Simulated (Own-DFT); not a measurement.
## Calculated data, AlN (wurtzite, strained, atoms displaced)

A calculation, not a measurement: plane-wave PBE density functional theory by an unreviewed code, no spin, of a simulated periodic cell, stress positive in tension, free energy of the whole cell less one offset for each atom, forces on such cells passed a denser k mesh, this cell's mesh not checked; offsets are fitted by least squares, one for each functional and potential file, so energies compare only between cells with the same atoms and settings and are not formation energies; the far tail of each file's local potential was reset to the Coulomb form; each entry is a single point on an unrelaxed cell, so the pressure reflects the starting lattice, mostly measured values (interpolated for alloys), from which strain is counted, and rises with the displacements; printed positions are rounded, which can move forces by about a meV/angstrom; the program, named Own-DFT, is a retired in-house code; no spin-orbit coupling. Program: Own-DFT development build.

```cif
# cell vector a (Å): 12.5725 0.1180 -0.1572
# cell vector b (Å): -6.1841 10.7777 0.1478
# cell vector c (Å): -0.1258 0.0640 10.1485
data_AlN
_symmetry_space_group_name_H-M 'P 1'
_symmetry_Int_Tables_number 1
_cell_length_a 12.5740
_cell_length_b 12.4267
_cell_length_c 10.1495
_cell_angle_alpha 88.652
_cell_angle_beta 91.423
_cell_angle_gamma 119.314
_cell_volume 1382.28
loop_
_atom_site_label
_atom_site_type_symbol
_atom_site_fract_x
_atom_site_fract_y
_atom_site_fract_z
_atom_site_occupancy
Al1 Al 0.09626 0.17048 0.99541 1
Al2 Al 0.17112 0.08317 0.25465 1
N1 N 0.08402 0.17290 0.18494 1
N2 N 0.16555 0.08585 0.44940 1
Al3 Al 0.07601 0.16011 0.49712 1
Al4 Al 0.16211 0.08539 0.75034 1
N3 N 0.07895 0.16899 0.67719 1
N4 N 0.16286 0.07591 0.94757 1
Al5 Al 0.08899 0.41466 0.99720 1
Al6 Al 0.17605 0.33837 0.24927 1
N5 N 0.08022 0.41282 0.18839 1
N6 N 0.17124 0.33361 0.43775 1
Al7 Al 0.09000 0.42256 0.49776 1
Al8 Al 0.16894 0.33813 0.74998 1
N7 N 0.08650 0.42104 0.68904 1
N8 N 0.16491 0.33302 0.94165 1
Al9 Al 0.08471 0.66288 0.99668 1
Al10 Al 0.17131 0.58131 0.25818 1
N9 N 0.08240 0.66095 0.19229 1
N10 N 0.16176 0.57850 0.43378 1
Al11 Al 0.08656 0.66769 0.50198 1
Al12 Al 0.16761 0.58538 0.75088 1
N11 N 0.08274 0.67270 0.69574 1
N12 N 0.15663 0.58013 0.93705 1
Al13 Al 0.08665 0.91461 0.00188 1
Al14 Al 0.15833 0.83425 0.25443 1
N13 N 0.07766 0.91265 0.18767 1
N14 N 0.16654 0.83396 0.44111 1
Al15 Al 0.08445 0.92233 0.51177 1
Al16 Al 0.16408 0.83776 0.74967 1
N15 N 0.08096 0.91716 0.68628 1
N16 N 0.16241 0.82762 0.94250 1
Al17 Al 0.33199 0.15934 0.99858 1
Al18 Al 0.41880 0.08516 0.23478 1
N17 N 0.33629 0.17350 0.19145 1
N18 N 0.42162 0.08514 0.44189 1
Al19 Al 0.33379 0.16639 0.50365 1
Al20 Al 0.41739 0.07968 0.75190 1
N19 N 0.33792 0.17518 0.69626 1
N20 N 0.41666 0.08715 0.93903 1
Al21 Al 0.33657 0.41965 0.99218 1
Al22 Al 0.41581 0.33238 0.25080 1
N21 N 0.33017 0.41931 0.19352 1
N22 N 0.41991 0.33018 0.43969 1
Al23 Al 0.34471 0.42316 0.49194 1
Al24 Al 0.41550 0.33281 0.74915 1
N23 N 0.33268 0.42188 0.69054 1
N24 N 0.41544 0.33077 0.93706 1
Al25 Al 0.32866 0.66265 0.00093 1
Al26 Al 0.41442 0.58203 0.24831 1
N25 N 0.33672 0.66870 0.19266 1
N26 N 0.42180 0.58385 0.43434 1
Al27 Al 0.33749 0.66674 0.50208 1
Al28 Al 0.41737 0.57518 0.74705 1
N27 N 0.33988 0.66613 0.68346 1
N28 N 0.41125 0.57385 0.93697 1
Al29 Al 0.33304 0.91463 0.99450 1
Al30 Al 0.41599 0.83309 0.24531 1
N29 N 0.33210 0.91098 0.19203 1
N30 N 0.41602 0.83466 0.43926 1
Al31 Al 0.33446 0.91598 0.50579 1
Al32 Al 0.41242 0.82757 0.74715 1
N31 N 0.33820 0.91999 0.68718 1
N32 N 0.41059 0.82716 0.94410 1
Al33 Al 0.58957 0.16503 0.00353 1
Al34 Al 0.65804 0.08120 0.24630 1
N33 N 0.57871 0.16695 0.18841 1
N34 N 0.66381 0.07849 0.44306 1
Al35 Al 0.57373 0.15668 0.49538 1
Al36 Al 0.66219 0.07662 0.74967 1
N35 N 0.58431 0.15697 0.68477 1
N36 N 0.66817 0.07583 0.94640 1
Al37 Al 0.58291 0.41084 0.00578 1
Al38 Al 0.66209 0.32356 0.24779 1
N37 N 0.58996 0.41917 0.18817 1
N38 N 0.67135 0.34019 0.44702 1
Al39 Al 0.57925 0.41178 0.49988 1
Al40 Al 0.66576 0.33255 0.75573 1
N39 N 0.57588 0.41254 0.68473 1
N40 N 0.66972 0.33340 0.94526 1
Al41 Al 0.58328 0.67447 0.99710 1
Al42 Al 0.67632 0.58839 0.25555 1
N41 N 0.58722 0.66721 0.19276 1
N42 N 0.67007 0.59146 0.44625 1
Al43 Al 0.57610 0.66500 0.49668 1
Al44 Al 0.66313 0.58155 0.75789 1
N43 N 0.57897 0.66379 0.68730 1
N44 N 0.66690 0.58926 0.93791 1
Al45 Al 0.58664 0.91819 0.98493 1
Al46 Al 0.66308 0.83663 0.25271 1
N45 N 0.58277 0.91346 0.19662 1
N46 N 0.66479 0.83466 0.44676 1
Al47 Al 0.58309 0.90806 0.50305 1
Al48 Al 0.66672 0.82586 0.75178 1
N47 N 0.58797 0.91927 0.69193 1
N48 N 0.66732 0.83687 0.93850 1
Al49 Al 0.83177 0.17074 0.00496 1
Al50 Al 0.91512 0.08246 0.24925 1
N49 N 0.84073 0.16545 0.18681 1
N50 N 0.91678 0.07862 0.42927 1
Al51 Al 0.83238 0.15623 0.50354 1
Al52 Al 0.92153 0.07812 0.74764 1
N51 N 0.83260 0.16974 0.69503 1
N52 N 0.91500 0.08474 0.93860 1
Al53 Al 0.83374 0.41715 0.99681 1
Al54 Al 0.91897 0.33324 0.25700 1
N53 N 0.84125 0.42139 0.19170 1
N54 N 0.91154 0.32713 0.44472 1
Al55 Al 0.83593 0.41713 0.49482 1
Al56 Al 0.91294 0.32874 0.75135 1
N55 N 0.83389 0.41407 0.69180 1
N56 N 0.92038 0.34105 0.94815 1
Al57 Al 0.84035 0.66844 0.00036 1
Al58 Al 0.91482 0.57851 0.25488 1
N57 N 0.83329 0.66509 0.19704 1
N58 N 0.92221 0.59280 0.44200 1
Al59 Al 0.83555 0.66865 0.49052 1
Al60 Al 0.91209 0.58307 0.75316 1
N59 N 0.83090 0.66924 0.69548 1
N60 N 0.91267 0.58106 0.93437 1
Al61 Al 0.83676 0.91045 0.00055 1
Al62 Al 0.91382 0.82557 0.24503 1
N61 N 0.82757 0.91707 0.18554 1
N62 N 0.92489 0.83680 0.44429 1
Al63 Al 0.83517 0.91091 0.49809 1
Al64 Al 0.91504 0.82453 0.75537 1
N63 N 0.83155 0.91482 0.69246 1
N64 N 0.91748 0.83054 0.94484 1
_calc_functional 'PBE'
_calc_potential_files 'PseudoDojo norm-conserving, scalar-relativistic, standard set'
_calc_wave_cutoff 42  # hartree
_calc_occupations 'Fermi-Dirac'
_calc_smearing_width 0.1  # eV
_calc_hardware 'one NVIDIA H100'
_calc_k_mesh '2 x 2 x 2 centred on Gamma'
_calc_free_energy_of_cell_above_offsets '-54.083'  # eV
_calc_pressure -1.02  # GPa
_calc_stress_xx 1.44  # GPa
_calc_stress_yy -1.64  # GPa
_calc_stress_zz 3.25  # GPa
_calc_stress_yz 0.96  # GPa
_calc_stress_xz -2.53  # GPa
_calc_stress_xy 3.54  # GPa
_calc_wall_time 396.5  # s
```

Force:
```tsv
element	x (eV/Å)	y (eV/Å)	z (eV/Å)
Al	-3.138	-0.991	1.609
Al	-1.685	0.284	-0.338
N	1.441	-1.019	0.752
N	1.297	-0.327	-1.163
Al	0.293	1.894	-1.038
Al	0.846	0.148	-0.319
N	0.882	-0.002	2.3
N	1.103	0.972	-1.82
Al	-2.327	0.163	1.389
Al	-2.409	-1.498	0.307
N	1.044	1.032	0.441
N	0.028	0.348	0.433
Al	-0.293	-2.516	0.537
Al	-0.309	-0.465	-0.716
N	-0.507	-0.141	0.072
N	1.944	0.264	-1.469
Al	-1.744	-0.212	1.464
Al	-0.971	-0.26	-2.681
N	-0.491	0.925	-0.255
N	0.895	1.827	2.19
Al	-0.546	0.259	0.104
Al	-0.144	-0.102	-0.464
N	0.48	-0.591	-0.789
N	2.882	0.058	-0.154
Al	-0.852	-0.879	0.32
Al	2.145	-1.383	-0.25
N	0.092	1.099	0.371
N	0.051	0.738	0.748
Al	0.713	-0.976	-2.688
Al	1.141	-0.584	0.231
N	-0.326	0.619	2.736
N	0.551	1.295	-0.85
Al	-1.134	1.702	0.161
Al	-0.946	-1.479	2.17
N	0.045	-1.692	-0.747
N	-2.682	-1.142	-1.318
Al	0.173	-0.14	0.162
Al	0.222	1.48	-0.67
N	-0.524	-2.714	-0.737
N	1.657	-1.271	0.402
Al	-0.005	-2.213	1.585
Al	0.477	1.482	-0.182
N	2.089	0.112	-1.308
N	-0.838	0.354	-0.426
Al	-1.455	-1.943	0.987
Al	0	1.123	0.339
N	0.647	-2.14	-1.061
N	0.181	-0.116	0.776
Al	-0.005	-0.583	0.134
Al	1.468	0.763	-0.383
N	-0.705	-0.712	-0.64
N	-1.516	0.104	0.17
Al	-0.647	0.007	-1.352
Al	-0.444	2.108	0.69
N	-1.258	-0.309	1.236
N	-0.216	3.171	-0.181
Al	-0.51	-0.24	1.137
Al	0.812	-0.056	1.093
N	-1.673	1.601	-1.167
N	0.453	-0.758	0.322
Al	-0.191	0.148	-1.901
Al	1.118	0.673	0.26
N	-1.217	-0.915	1.369
N	0.859	0.697	-1.32
Al	-0.81	-0.111	-1.168
Al	2.557	-0.528	1.268
N	0.868	-0.558	-0.65
N	0.125	0.102	-0.91
Al	2.869	2.165	1.298
Al	1.603	1.289	0.127
N	-2.067	1.359	1.267
N	-1.37	2.676	-0.958
Al	-0.802	1.353	-0.903
Al	0.737	3.083	1.375
N	-0.937	-0.504	0.973
N	-0.315	-1.745	-1.591
Al	1.129	1.409	0.051
Al	0.388	-0.489	-1.663
N	0.788	0.54	1.46
N	-0.402	-0.743	-0.417
Al	0.557	-1.581	1.051
Al	-1.712	-1.047	-0.174
N	-0.939	0.077	-0.416
N	-0.046	-1.27	-0.863
Al	2.211	0.959	0.685
Al	0.446	-0.11	-1.865
N	0.166	-0.151	0.301
N	0.489	-0.752	1.382
Al	-0.775	-2.11	2.39
Al	1.872	-1.034	0.199
N	-1.94	1.065	-1.801
N	1.628	-0.879	-1.035
Al	-1.743	1.811	0.099
Al	-0.391	1.06	-0.628
N	-0.607	-2.187	0.299
N	0.852	-0.748	-0.409
Al	2.026	-0.24	-0.862
Al	1.433	-0.24	-1.487
N	-3.218	0.786	0.895
N	-0.433	-0.31	2.029
Al	-1.18	0.985	-0.077
Al	-2.086	0.857	1.191
N	0.723	-1.925	-0.662
N	1.404	-0.291	-0.148
Al	0.644	0.642	1.15
Al	0.489	-0.468	-0.887
N	-1.466	-1.833	-0.208
N	1.213	0.547	-0.301
Al	-0.259	0.076	1.309
Al	0.717	1.167	0.418
N	-1.072	0.773	-0.082
N	0.295	-1.395	-1.395
Al	-1.276	-1.293	0.346
Al	1.08	0.976	-0.273
N	0.717	-0.321	-1.274
N	0.56	-1.635	-0.081
Al	-0.368	0.261	2.085
Al	0.628	-0.434	-1.244
N	0.023	-1.397	-1.002
N	0.523	0.59	1.333
Al	-1.657	2.032	-0.044
Al	-0.787	2.214	1.081
N	1.073	-0.893	0.908
N	-0.71	-0.397	-1.135
Al	-0.791	0.275	0.41
Al	-0.721	1.608	-0.366
N	0.822	-0.609	-0.482
N	0.903	0.409	-0.528
```
